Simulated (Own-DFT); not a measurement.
Hf36O71 (tetragonal hafnia with one neutral oxygen vacancy, atoms displaced) (calculated)

All values are calculated (Own-DFT development build). A calculation, not a measurement: plane-wave PBE and HSE06 DFT by an unreviewed code, no spin, of a simulated cell at Gamma alone, so results move with cell size and shape, stress positive in tension, energies less offsets, not probed for a lower state with spin; hafnium file: forces about 75 meV/angstrom off all-electron values; oxygen file: force components 24 meV/angstrom off all-electron in a glass; k mesh not checked against a denser one; forces and stress are PBE's, HSE06 gives the energy alone, and its difference from PBE has offsets of its own; offsets are fitted by least squares, one for each functional and potential file, so energies compare only between cells with the same atoms and settings and are not formation energies; the far tail of each file's local potential was reset to the Coulomb form; each entry is a single point on an unrelaxed cell, so the pressure reflects the starting lattice, taken from the Materials Project, from which strain is counted, and rises with the displacements; printed positions are rounded, which can move forces by about a meV/angstrom; the program is a retired in-house code; no spin-orbit coupling.

Settings shared by all entries: first functional PBE; second functional HSE06; exact exchange share 0.25; screening 0.11 1/bohr; exchange divergence Gygi-Baldereschi; potential files PseudoDojo norm-conserving, scalar-relativistic, made for PBE, standard set; wave cutoff 48 hartree; occupations fixed; k mesh 1 x 1 x 1 centred on Gamma.

(1) Hf36O71 (tetragonal hafnia with one neutral oxygen vacancy, atoms displaced)

```
cell vectors (Å)
  10.7800     0.0000     0.0000
   0.0000    10.7800     0.0000
   0.0000     0.0000    10.4493
atoms (fractions of the cell vectors)
Hf  0.00345  0.00024  0.99970
Hf  0.16779  0.16275  0.24924
O   0.00820  0.16561  0.15189
O   0.16585  0.99505  0.34742
O   0.99858  0.16469  0.39957
O   0.16283  0.00403  0.09802
Hf  0.99529  0.00527  0.49988
Hf  0.16788  0.16120  0.74785
O   0.99833  0.16422  0.65298
O   0.16381  0.99734  0.84538
O   0.00005  0.16081  0.89769
O   0.16473  0.99543  0.59695
Hf  0.00039  0.33157  0.99838
Hf  0.17384  0.49852  0.25380
O   0.99852  0.49603  0.15182
O   0.16676  0.33325  0.34586
O   0.00300  0.49622  0.40048
O   0.17311  0.33717  0.09515
Hf  0.00166  0.32919  0.49789
Hf  0.16185  0.49522  0.75237
O   0.00281  0.50384  0.65076
O   0.16568  0.33704  0.84357
O   0.99854  0.50272  0.90145
O   0.16703  0.33173  0.59858
Hf  0.99871  0.67032  0.00637
Hf  0.16694  0.83597  0.24639
O   0.99912  0.82955  0.14598
O   0.17637  0.66748  0.34837
O   0.99927  0.83322  0.40184
O   0.16564  0.66601  0.09820
Hf  0.99457  0.66164  0.49860
Hf  0.16781  0.83240  0.75001
O   0.99905  0.83455  0.65018
O   0.16686  0.66341  0.85233
O   0.00310  0.83573  0.90426
O   0.16594  0.66405  0.59965
Hf  0.33522  0.99895  0.99785
Hf  0.50383  0.16030  0.24746
O   0.33495  0.16415  0.14957
O   0.50074  0.00332  0.34873
O   0.33379  0.16348  0.40388
O   0.50347  0.00303  0.10126
Hf  0.33350  0.99554  0.49902
Hf  0.49821  0.16711  0.75019
O   0.33304  0.16814  0.64997
O   0.50571  0.99773  0.85004
O   0.32831  0.16513  0.90219
O   0.50253  0.00697  0.59328
Hf  0.33409  0.32947  0.00094
Hf  0.50494  0.49883  0.25029
O   0.33023  0.50347  0.15576
O   0.49903  0.33800  0.34625
O   0.33317  0.49672  0.40400
O   0.49982  0.33821  0.10212
Hf  0.33651  0.33442  0.50022
Hf  0.49988  0.49980  0.75014
O   0.33171  0.49882  0.65596
O   0.50355  0.33583  0.85329
O   0.33557  0.49910  0.89862
O   0.49929  0.33438  0.59548
Hf  0.33215  0.66267  0.99720
Hf  0.49440  0.83058  0.25683
O   0.33696  0.83407  0.15316
O   0.50200  0.66288  0.34638
O   0.33609  0.83843  0.40265
O   0.49765  0.66403  0.09321
Hf  0.32927  0.66763  0.50299
Hf  0.49896  0.83148  0.74965
O   0.33699  0.83175  0.65098
O   0.50642  0.66584  0.85140
O   0.32950  0.83037  0.90360
O   0.50132  0.66997  0.59829
Hf  0.66881  0.00496  0.00311
Hf  0.83527  0.16381  0.25293
O   0.66756  0.16386  0.15758
O   0.83432  0.99657  0.34552
O   0.66189  0.16394  0.40012
O   0.83356  0.99775  0.10248
Hf  0.66629  0.00160  0.50168
Hf  0.83304  0.16801  0.74637
O   0.67095  0.16432  0.65155
O   0.83583  0.99636  0.84437
O   0.83263  0.00014  0.59410
Hf  0.66247  0.33015  0.00306
Hf  0.83687  0.50285  0.25012
O   0.66583  0.49965  0.14921
O   0.83417  0.33799  0.34468
O   0.66817  0.49694  0.40331
O   0.83158  0.33325  0.09757
Hf  0.66482  0.33016  0.50024
Hf  0.83173  0.50366  0.74431
O   0.66972  0.50180  0.65310
O   0.83229  0.33353  0.84730
O   0.66610  0.49533  0.90258
O   0.83470  0.33581  0.59820
Hf  0.66558  0.66425  0.00044
Hf  0.83823  0.83459  0.24687
O   0.66198  0.83188  0.15320
O   0.83300  0.67107  0.35028
O   0.66168  0.83515  0.40345
O   0.83341  0.67103  0.09589
Hf  0.66356  0.66408  0.50630
Hf  0.82931  0.83314  0.74446
O   0.66666  0.83069  0.65360
O   0.83298  0.67029  0.84412
O   0.66865  0.83030  0.90653
O   0.82982  0.66521  0.60115
```

Results for Hf36O71 (tetragonal hafnia with one neutral oxygen vacancy, atoms displaced): PBE energy of cell above offsets -100.724 eV; HSE06 less PBE above offsets -0.128 eV; PBE pressure 0.81 GPa; PBE stress xx -1.17 GPa; PBE stress yy 0.22 GPa; PBE stress zz -1.49 GPa; PBE stress yz 0.22 GPa; PBE stress xz 0.14 GPa; PBE stress xy -0.01 GPa.

Force:
```tsv
element	x (eV/Å)	y (eV/Å)	z (eV/Å)
Hf	-1.183	-0.33	-0.66
Hf	1.023	0.395	0.287
O	-1.547	0.392	-0.046
O	0.04	0.893	-0.107
O	-0.103	0.453	-0.122
O	1.495	-0.622	0.007
Hf	0.736	-2.024	0.203
Hf	-0.371	0.799	0.026
O	0.58	0.029	-0.785
O	0.631	0.225	0.265
O	0.265	1.074	0.465
O	0.409	0.427	0.031
Hf	-0.394	0.74	-0.085
Hf	-0.949	0.371	-0.498
O	0.539	0.189	0.203
O	-0.094	-0.914	0.17
O	-0.264	0.61	0.309
O	-0.964	-0.341	-0.071
Hf	0.191	0.858	0.264
Hf	0.388	1.562	-0.134
O	-0.953	-0.163	-0.408
O	-0.119	-2.002	0.764
O	-0.032	-0.675	0.345
O	-0.303	-0.112	-0.498
Hf	0.498	-0.465	-1.506
Hf	-0.168	-1.158	0.16
O	0.739	0.354	0.751
O	-0.206	0.414	0.02
O	0.108	-0.12	-0.125
O	0.258	0.255	0.293
Hf	0.548	0.844	0.282
Hf	-1.17	-1.019	0.068
O	0.023	-0.253	0.329
O	0.165	0.468	-0.704
O	0.217	-0.397	-0.133
O	0.022	0.527	-0.441
Hf	0.257	-0.219	0.866
Hf	-1.063	0.789	0.649
O	-0.171	-0.012	0.074
O	-0.242	-0.869	-0.036
O	-0.228	0.34	-0.095
O	-0.667	0.25	-0.672
Hf	-0.047	1.511	0.233
Hf	0.45	-0.136	0.046
O	0.098	-0.196	0.725
O	-0.38	0.691	-0.363
O	0.274	-0.161	-0.547
O	-0.625	-0.307	0.948
Hf	0.316	0.933	0.047
Hf	-0.501	0.236	-0.579
O	1.189	-0.066	-0.406
O	0.148	-1.431	0.436
O	-0.22	0.781	0.325
O	-0.309	-0.486	-0.407
Hf	-0.875	-0.579	-0.418
Hf	-0.113	0.259	0.713
O	0.543	0.119	-0.462
O	-0.015	-1.296	-0.824
O	0.259	-0.443	0.604
O	0.697	-0.145	0.822
Hf	-0.304	-0.44	0.503
Hf	1.922	0.151	-0.557
O	-1.03	0.422	-0.227
O	-0.288	0.346	0.536
O	0.179	-1.409	-0.196
O	-0.034	-0.036	0.411
Hf	-0.285	-0.599	-0.435
Hf	0.979	-0.483	0.799
O	-0.43	0.204	0.024
O	-0.522	0.159	-1.023
O	0.357	0.723	-0.382
O	-0.784	-0.358	0.325
Hf	-0.034	-1.222	-0.499
Hf	0.336	0.711	-0.698
O	0.617	0.168	-0.956
O	0.075	0.882	0.474
O	0.686	0.722	0.255
O	0.425	0.476	-0.485
Hf	-0.21	-0.926	-0.892
Hf	0.491	-0.056	1.403
O	-1.207	0.455	0.502
O	-0.803	1.037	0.108
O	-0.194	0.058	0.191
Hf	0.754	0.52	-0.579
Hf	-0.526	-0.091	-0.4
O	0.812	0.219	0.533
O	0.006	-1.358	0.342
O	-0.087	0.369	0.312
O	0.348	-0.536	-0.269
Hf	0.481	0.529	-0.613
Hf	0.963	-0.157	1.672
O	-1.339	-0.128	-0.469
O	-0.052	-0.566	-0.294
O	0.167	0.35	-0.049
O	-0.081	-0.281	-0.495
Hf	-0.203	0.306	-0.092
Hf	-1.508	-0.524	-0.028
O	0.408	-0.033	0.658
O	0.312	-0.806	-0.071
O	-0.003	-0.309	0.739
O	-0.218	-0.36	0.618
Hf	0.371	0.506	-1.614
Hf	1.037	-0.154	1.292
O	-0.834	0.323	-0.332
O	-0.009	-0.578	0.07
O	-0.104	1.032	-0.16
O	0.532	-0.108	-0.553
```

(2) Hf36O71 (tetragonal hafnia with one neutral oxygen vacancy, atoms displaced)

```
cell vectors (Å)
  10.7800     0.0000     0.0000
   0.0000    10.7800     0.0000
   0.0000     0.0000    10.4493
atoms (fractions of the cell vectors)
Hf  0.00318  0.98395  0.99554
Hf  0.16588  0.16694  0.24757
O   0.99186  0.17272  0.14969
O   0.17067  0.99383  0.35013
O   0.99801  0.16235  0.39569
O   0.16519  0.97777  0.08825
Hf  0.98267  0.98742  0.52002
Hf  0.16271  0.18593  0.75630
O   0.99213  0.16571  0.64749
O   0.15250  0.00084  0.84206
O   0.99715  0.16901  0.89229
O   0.15094  0.00464  0.60680
Hf  0.99126  0.32453  0.00398
Hf  0.16918  0.49470  0.24032
O   0.01398  0.51417  0.16791
O   0.16747  0.33521  0.34792
O   0.99610  0.50179  0.41167
O   0.15294  0.34033  0.10856
Hf  0.98807  0.34709  0.48660
Hf  0.15566  0.50046  0.73882
O   0.00973  0.51594  0.65619
O   0.16223  0.32924  0.85846
O   0.99917  0.49271  0.90518
O   0.16742  0.32791  0.59503
Hf  0.00039  0.66564  0.98974
Hf  0.17269  0.84196  0.25970
O   0.00169  0.82602  0.14766
O   0.16145  0.65901  0.34743
O   0.98466  0.83984  0.39576
O   0.17492  0.66609  0.09058
Hf  0.99408  0.67113  0.51637
Hf  0.17193  0.83217  0.75213
O   0.99252  0.83015  0.64925
O   0.18522  0.66842  0.83694
O   0.00958  0.83357  0.90008
O   0.17601  0.65617  0.59662
Hf  0.34022  0.99801  0.99414
Hf  0.49684  0.15098  0.24692
O   0.33368  0.15624  0.14053
O   0.50223  0.00532  0.33842
O   0.33037  0.15873  0.40720
O   0.50781  0.00037  0.10529
Hf  0.33313  0.99009  0.49105
Hf  0.50527  0.17641  0.73847
O   0.33488  0.17341  0.65369
O   0.49365  0.00110  0.83869
O   0.33915  0.17365  0.88271
O   0.49820  0.00530  0.59794
Hf  0.34280  0.33788  0.00106
Hf  0.50276  0.50178  0.25893
O   0.33258  0.49421  0.15611
O   0.50349  0.34774  0.34776
O   0.33331  0.48735  0.40024
O   0.50175  0.34472  0.09656
Hf  0.34466  0.33439  0.51472
Hf  0.50259  0.50192  0.74567
O   0.34494  0.49757  0.63320
O   0.49926  0.33949  0.84958
O   0.32958  0.50218  0.90968
O   0.49139  0.33895  0.59505
Hf  0.33923  0.67898  0.99773
Hf  0.49940  0.83690  0.24346
O   0.34116  0.82534  0.15370
O   0.49336  0.66339  0.33642
O   0.34397  0.82744  0.40293
O   0.49329  0.67194  0.10065
Hf  0.34382  0.66695  0.49711
Hf  0.48336  0.83506  0.75063
O   0.33230  0.83420  0.64769
O   0.50727  0.66239  0.84641
O   0.34354  0.82713  0.89841
O   0.51760  0.67794  0.60937
Hf  0.66906  0.00477  0.00157
Hf  0.83311  0.17335  0.24429
O   0.66906  0.16373  0.15347
O   0.83896  0.00228  0.33798
O   0.66029  0.16892  0.40142
O   0.83507  0.99921  0.08805
Hf  0.68924  0.00641  0.49263
Hf  0.83389  0.16375  0.75937
O   0.67070  0.14866  0.65710
O   0.82679  0.00320  0.83633
O   0.67835  0.17327  0.89556
O   0.81649  0.99494  0.60821
Hf  0.67415  0.32720  0.00160
Hf  0.83654  0.50204  0.25871
O   0.66584  0.49887  0.15644
O   0.83325  0.33112  0.35039
O   0.66164  0.50583  0.42056
O   0.83119  0.34389  0.10420
Hf  0.66801  0.33712  0.51625
Hf  0.82779  0.49548  0.73771
O   0.66557  0.49506  0.66929
O   0.82787  0.33029  0.84163
O   0.67700  0.49472  0.89874
O   0.83656  0.33082  0.59571
Hf  0.66750  0.66650  0.99690
Hf  0.84639  0.82999  0.25328
O   0.66400  0.83708  0.16139
O   0.82327  0.66142  0.34606
O   0.67717  0.84549  0.40414
O   0.83400  0.66672  0.09587
Hf  0.66942  0.65558  0.50451
Hf  0.83529  0.84118  0.75266
O   0.66032  0.83519  0.64259
O   0.82710  0.65901  0.84212
O   0.66137  0.84985  0.89355
```

Results for Hf36O71 (tetragonal hafnia with one neutral oxygen vacancy, atoms displaced): PBE energy of cell above offsets -85.944 eV; HSE06 less PBE above offsets 0.675 eV; PBE pressure 5.76 GPa; PBE stress xx -5.95 GPa; PBE stress yy -5.66 GPa; PBE stress zz -5.67 GPa; PBE stress yz -0.94 GPa; PBE stress xz -1.66 GPa; PBE stress xy 0.26 GPa.

Force:
```tsv
element	x (eV/Å)	y (eV/Å)	z (eV/Å)
Hf	0.23	3.02	0.789
Hf	-0.799	2.119	1.931
O	1.536	-0.499	-0.794
O	0.31	1.289	0.04
O	0.098	0.305	0.395
O	1.063	0.814	0.711
Hf	2.761	3.942	-1.772
Hf	0.369	-3.148	-2.818
O	-0.365	-0.256	0.626
O	1.221	-0.279	0.865
O	-0.371	-0.77	1.515
O	1.364	-1.645	-1.609
Hf	1.999	0.38	-0.676
Hf	3.683	0.254	2.662
O	-5.888	0.4	-1.951
O	-0.887	-1.515	-0.397
O	-0.934	2.966	-0.744
O	1.108	-1.609	-1.412
Hf	3.281	-6.075	0.747
Hf	6.099	-0.954	3.063
O	-5.288	0.143	-2.086
O	-0.088	2.697	0.173
O	0.228	1.084	-0.271
O	-1.379	1.193	1.324
Hf	0.791	-1.607	2.67
Hf	-0.607	-4.123	-2.466
O	0.58	0.439	0.025
O	0.322	2.43	0.365
O	0.957	-1.661	1.527
O	-1.11	0.456	-0.988
Hf	1.465	-0.719	-2.383
Hf	-0.512	1.651	-0.982
O	0.82	-1.171	-0.144
O	-1.529	-0.387	0.207
O	-1.056	-2.264	-1.735
O	-1.186	1.097	-0.307
Hf	0.02	2.238	-0.535
Hf	0.34	4.427	0.051
O	-0.803	-0.059	0.211
O	-0.822	-2.883	1.924
O	0.364	0.677	-1.34
O	-1.457	0.095	-1.665
Hf	0.3	2.806	2.809
Hf	-2.561	-2.213	1.254
O	-0.09	0.2	-0.304
O	-0.406	1.131	1.487
O	-0.446	-1.202	2.62
O	-0.543	-0.291	-1.419
Hf	-0.917	0.948	-0.294
Hf	-1.844	-1.229	-2.951
O	1.298	-0.247	-0.713
O	0.521	-3.744	1.257
O	0.204	2.628	0.551
O	0.796	-1.262	-0.478
Hf	-6.452	-0.914	-5.026
Hf	-2.885	0.469	2.656
O	-0.74	0.903	2.218
O	0.413	-0.299	-0.72
O	0.481	-0.142	-0.756
O	7.569	-0.8	3.441
Hf	-1.07	-4.794	1.699
Hf	1.854	-1.305	1.255
O	-2.051	1.598	-0.635
O	0.322	2.174	2.632
O	-0.607	0.654	-1.009
O	2.449	-0.11	-1.001
Hf	-0.473	-3.275	-0.435
Hf	4.905	0.401	-1.04
O	-1.464	-0.208	-0.591
O	-0.085	0.515	0.502
O	-0.74	3.282	-1.164
O	-2.893	-1.594	-1.382
Hf	0.183	-0.532	-0.539
Hf	0.564	-1.317	1.739
O	-0.624	0.363	-0.958
O	-0.724	0.821	0.775
O	0.476	1.473	0.528
O	0.308	-0.246	-0.008
Hf	-6.205	-1.133	-1.37
Hf	1.214	1.633	-2.147
O	-0.036	2.436	-1.067
O	1.079	-1.775	2.468
O	-1.208	-1.44	1.28
O	5.175	-0.631	1.419
Hf	-1.98	2.367	-0.123
Hf	0.264	-0.205	-2.413
O	1.105	0.838	0.513
O	-0.248	1.323	0.403
O	0.352	-3.725	-1.362
O	0.606	-0.433	0.007
Hf	-0.948	-1.668	-3.271
Hf	2.194	0.196	3.655
O	-0.341	-0.388	-3.555
O	0.626	1.02	0.69
O	-0.247	0.533	1.337
O	-1.026	1.285	0.931
Hf	-0.759	-0.323	0.161
Hf	-2.613	0.222	-0.645
O	1.551	-0.356	-1.358
O	0.43	1.034	1.243
O	-0.264	-2.351	-0.292
O	0.239	0.067	-0.628
Hf	1.236	6.475	0.963
Hf	-4.773	-1.705	-0.347
O	2.107	-0.278	2.009
O	0.81	1.86	-0.629
O	0.708	-2.02	1.371
```

(3) Hf36O71 (tetragonal hafnia with one neutral oxygen vacancy, atoms displaced)

```
cell vectors (Å)
  10.7800     0.0000     0.0000
   0.0000    10.7800     0.0000
   0.0000     0.0000    10.4493
atoms (fractions of the cell vectors)
Hf  0.00266  0.00395  0.99121
Hf  0.15715  0.15481  0.24716
O   0.99909  0.15910  0.16297
O   0.17112  0.01545  0.33599
O   0.00156  0.17683  0.40751
O   0.15924  0.99450  0.09003
Hf  0.00845  0.01140  0.50406
Hf  0.17096  0.16358  0.74817
O   0.99546  0.17833  0.66278
O   0.15737  0.99502  0.85036
O   0.99506  0.16302  0.89951
O   0.16898  0.99382  0.60804
Hf  0.99668  0.33622  0.00106
Hf  0.14983  0.48362  0.25423
O   0.00253  0.49352  0.14147
O   0.17142  0.32302  0.35559
O   0.00112  0.50127  0.40664
O   0.16385  0.32727  0.10425
Hf  0.98361  0.32768  0.48890
Hf  0.16526  0.49979  0.76609
O   0.98405  0.50310  0.63859
O   0.16836  0.33914  0.84366
O   0.00546  0.49929  0.89637
O   0.16509  0.33353  0.60081
Hf  0.99251  0.67231  0.00055
Hf  0.17060  0.85210  0.25063
O   0.00216  0.83147  0.15762
O   0.16627  0.67941  0.33884
O   0.01511  0.82191  0.41757
O   0.16583  0.67065  0.09865
Hf  0.00248  0.66995  0.49962
Hf  0.16611  0.83354  0.74728
O   0.99826  0.84215  0.64505
O   0.16760  0.66711  0.84881
O   0.99763  0.84135  0.89503
O   0.16256  0.66737  0.59194
Hf  0.33171  0.99807  0.00863
Hf  0.51620  0.16325  0.25126
O   0.32882  0.16606  0.15273
O   0.49872  0.99600  0.34467
O   0.32356  0.15814  0.39738
O   0.50368  0.00812  0.09383
Hf  0.32554  0.99579  0.51461
Hf  0.48947  0.17820  0.74677
O   0.32506  0.16242  0.65566
O   0.48859  0.99396  0.82640
O   0.32447  0.17090  0.89405
O   0.50863  0.00189  0.59864
Hf  0.33247  0.32592  0.00657
Hf  0.49865  0.49863  0.25340
O   0.32668  0.50814  0.14540
O   0.49305  0.35243  0.33719
O   0.33373  0.51043  0.40232
O   0.51693  0.32006  0.09581
Hf  0.35109  0.32797  0.50209
Hf  0.50929  0.49826  0.73816
O   0.31844  0.49412  0.64933
O   0.49613  0.33342  0.85916
O   0.33000  0.49928  0.89699
O   0.50854  0.33610  0.60438
Hf  0.33247  0.66676  0.00863
Hf  0.49875  0.84148  0.24313
O   0.33819  0.83709  0.16220
O   0.51568  0.66914  0.35228
O   0.34574  0.83611  0.41387
O   0.49788  0.65752  0.09673
Hf  0.31880  0.65440  0.49903
Hf  0.49828  0.83353  0.74736
O   0.33391  0.83319  0.65344
O   0.48222  0.66377  0.84683
O   0.32793  0.83737  0.90874
O   0.50583  0.65936  0.59628
Hf  0.67102  0.99816  0.99002
Hf  0.83301  0.16745  0.26551
O   0.66788  0.16489  0.14286
O   0.82809  0.00095  0.35185
O   0.66676  0.15858  0.39574
O   0.82875  0.00497  0.10512
Hf  0.67260  0.99649  0.50213
Hf  0.83578  0.16162  0.74594
O   0.67193  0.17224  0.63889
O   0.84011  0.00449  0.85533
O   0.66266  0.16408  0.92007
O   0.82643  0.99689  0.60305
Hf  0.66228  0.32747  0.00501
Hf  0.82950  0.51814  0.25127
O   0.65902  0.49739  0.15216
O   0.83561  0.33830  0.35152
O   0.67257  0.49413  0.40552
O   0.83167  0.33460  0.09250
Hf  0.66596  0.32205  0.50123
Hf  0.83108  0.49267  0.76031
O   0.66732  0.49990  0.66284
O   0.83609  0.33172  0.85014
O   0.67574  0.48498  0.88596
O   0.82931  0.33741  0.59363
Hf  0.67583  0.66624  0.99006
Hf  0.83362  0.83126  0.25360
O   0.66916  0.84567  0.15817
O   0.82865  0.66879  0.35647
O   0.66188  0.82423  0.38901
Hf  0.66625  0.66438  0.50374
Hf  0.83433  0.83182  0.73440
O   0.66568  0.82855  0.65743
O   0.83156  0.66603  0.86650
O   0.66742  0.82871  0.90196
O   0.83182  0.66960  0.59892
```

Results for Hf36O71 (tetragonal hafnia with one neutral oxygen vacancy, atoms displaced): PBE energy of cell above offsets -86.652 eV; HSE06 less PBE above offsets 0.664 eV; PBE pressure 4.93 GPa; PBE stress xx -5.32 GPa; PBE stress yy -4.9 GPa; PBE stress zz -4.58 GPa; PBE stress yz 0.65 GPa; PBE stress xz 1.14 GPa; PBE stress xy 0.48 GPa.

Force:
```tsv
element	x (eV/Å)	y (eV/Å)	z (eV/Å)
Hf	-2.506	-0.524	0.604
Hf	2.945	8.109	-2.634
O	-1.978	0.22	-0.839
O	-1.056	-6.1	5.393
O	-0.32	-5.246	-1.549
O	1.709	0.116	1.6
Hf	-1.623	-2.593	0.476
Hf	-2.174	2.491	2.124
O	0.91	-1.638	-2.249
O	0.653	1.032	-0.811
O	0.763	1.612	0.611
O	-2.012	1.056	-0.698
Hf	-0.2	-0.224	-0.632
Hf	2.798	1.542	0.067
O	-1.83	0.796	0.732
O	-0.561	0.991	-1.143
O	0.388	-0.106	-2.499
O	-0.309	0.336	-0.676
Hf	2.885	6.039	4.277
Hf	-0.057	0.177	-2.787
O	1.014	-0.078	2.058
O	-0.353	-3.144	1.728
O	-0.935	0.513	0.915
O	0.263	-1.267	-0.993
Hf	2.142	0.22	0.26
Hf	-0.583	-4.888	-0.523
O	-0.979	-0.198	0.039
O	0.493	-1.584	0.514
O	-0.514	6.648	-2.541
O	-1.223	0.491	-0.901
Hf	-0.773	-3.891	1.726
Hf	0.088	-1.345	1.677
O	0.338	0.199	0.629
O	-0.55	1.538	-0.266
O	-0.334	-2.1	0.403
O	-0.374	0.61	1.521
Hf	0.612	0.4	-1.503
Hf	-2.165	-0.497	-1.458
O	0.81	-0.265	-0.434
O	0.625	1.764	-0.033
O	1.989	0.911	2.448
O	-0.657	-0.372	-0.298
Hf	4.362	-0.395	-2.52
Hf	1.434	-1.849	1.794
O	2.797	0.327	-1.801
O	0.354	2.844	2.099
O	0.406	-1.305	0.558
O	-1.14	0.331	-1.095
Hf	0.147	2.056	-0.317
Hf	-0.815	7.068	-2.803
O	0.251	-1.749	1.328
O	-0.051	-7.193	3.933
O	0.074	-3.696	-1.127
O	-5.606	0.195	2.248
Hf	-5.781	1.134	-1.452
Hf	-3.796	1.87	3.08
O	2.718	0.209	-0.641
O	-0.026	-0.503	-1.682
O	-0.477	-0.599	1.254
O	-1.04	-0.784	0.052
Hf	-0.145	-1.67	-1.35
Hf	2.5	-2.355	2.534
O	-1.93	0.813	-1.59
O	-0.921	-0.93	-1.251
O	-1.372	0.267	-0.288
O	1.26	1.27	-0.389
Hf	2.052	2.848	0.407
Hf	-0.532	-2.193	0.24
O	-0.515	0.375	0.319
O	1.453	0.245	-0.713
O	-0.003	0.226	0.316
O	-1.567	-0.389	0.64
Hf	1.098	-0.692	2.578
Hf	-0.548	-0.221	-3.969
O	1.254	0.018	2.816
O	1.378	-0.391	1.222
O	-0.541	1.499	-0.105
O	0.963	-0.417	-0.851
Hf	-2.441	-1.793	-1.348
Hf	-0.968	1.117	2.154
O	-0.916	-0.297	1.304
O	-1.42	-0.8	-1.471
O	-0.334	-0.09	-3.679
O	2.343	0.379	0.109
Hf	3.201	1.291	-1.668
Hf	-0.882	-2.297	-0.645
O	2.258	0.664	-0.066
O	-0.223	-0.818	-0.707
O	0.099	-0.093	0.44
O	0.676	-0.181	0.965
Hf	2.313	1.827	-0.588
Hf	1.705	0.567	-1.426
O	1.816	0.043	-2.601
O	0.595	-1.669	-0.765
O	-1.278	2.138	2.268
O	-1.085	-0.756	0.482
Hf	-1.846	-1.522	1.314
Hf	-1.191	1.047	-0.87
O	0.444	-0.98	-1.5
O	0.842	0.322	-0.937
O	1.429	2.065	2.557
Hf	-0.989	0.036	-1.663
Hf	0.476	-0.512	2.114
O	0.048	0.433	-1.19
O	0.425	0.088	-0.826
O	-0.353	0.473	-0.468
O	0.202	1.292	0.899
```
